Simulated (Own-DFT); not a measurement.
# How strain changes the stress of diamond-structure SiGeSn with randomly placed atoms, 64 atoms (Ge48Si8Sn8)

These are calculations, not measurements. The program, named Own-DFT, is a retired in-house plane-wave density functional code that no person has reviewed. Each row is one single-point run on a periodic cell that was not relaxed, without spin or spin-orbit coupling.

Settings of every run: PBE; PseudoDojo norm-conserving scalar-relativistic files; cutoff 49 hartree; 3 x 3 x 3 k mesh centred on Gamma; Fermi-Dirac smearing of 0.1 eV.

Known limits: forces on such cells moved up to 12 meV/angstrom on a denser k mesh; stress not checked against mesh or cutoff.

Unstrained cell vectors in Å: (11.467, 0.000, 0.000); (0.000, 11.467, 0.000); (0.000, 0.000, 11.467). The unstrained cell has measured lattice constants (interpolated for alloys), not those of this functional. That, the random moves and any unrelaxed bonds set the pressure at no strain. Each run strains this cell uniformly, with the atoms carried along. Every atom was also moved at random, by a Gaussian of width 0.05 Å on each axis. The random placing of the alloy's atoms differs from row to row. Strain is the symmetric tensor, in per cent. Stress is positive in tension, and the pressure is minus a third of its trace.

| run | e_xx (%) | e_yy (%) | e_zz (%) | s_xx (GPa) | s_yy (GPa) | s_zz (GPa) | P (GPa) | E (meV/atom) |
|---|---|---|---|---|---|---|---|---|
| 1 | -2.50 | -2.50 | 0.00 | -9.94 | -9.81 | -8.29 | 9.35 | 71.4 |
| 2 | -0.50 | -0.50 | 0.00 | -6.08 | -6.20 | -5.97 | 6.08 | 50.0 |
| 3 | -1.00 | -1.00 | 0.00 | -6.83 | -7.01 | -6.34 | 6.73 | 46.4 |
| 4 | 1.50 | 1.50 | 0.00 | -2.89 | -2.78 | -3.51 | 3.06 | 22.4 |
| 5 | -0.75 | -0.75 | 0.00 | -6.54 | -6.45 | -5.88 | 6.29 | 41.3 |
| 6 | -2.00 | -2.00 | 0.00 | -8.98 | -8.77 | -7.58 | 8.44 | 61.0 |
| 7 | 3.00 | 3.00 | 0.00 | -0.48 | -0.49 | -1.94 | 0.97 | 0.0 |
| 8 | 2.50 | 2.50 | 0.00 | -1.32 | -1.19 | -2.63 | 1.72 | 10.9 |
| 9 | -1.25 | -1.25 | 0.00 | ? | ? | ? | ? | ? |

E is the free energy for each atom above the lowest run shown.

## Worked fit

The change of volume is close to e_xx + e_yy + e_zz. A straight line through the runs shown gives P = 5.40 - 75 x (fractional change of volume) GPa, with an error of 2 on the slope and a scatter of 0.18 GPa. The strain isn't the same on all axes, but the crystal is cubic, so the slope still estimates the bulk modulus, averaged over pressures from 1.0 to 9.3 GPa.

## Withheld run

Question: what pressure should run 9 give? Its volume changes by -2.48 %.

The line gives 7.3 GPa. The calculation gave 6.98 GPa.
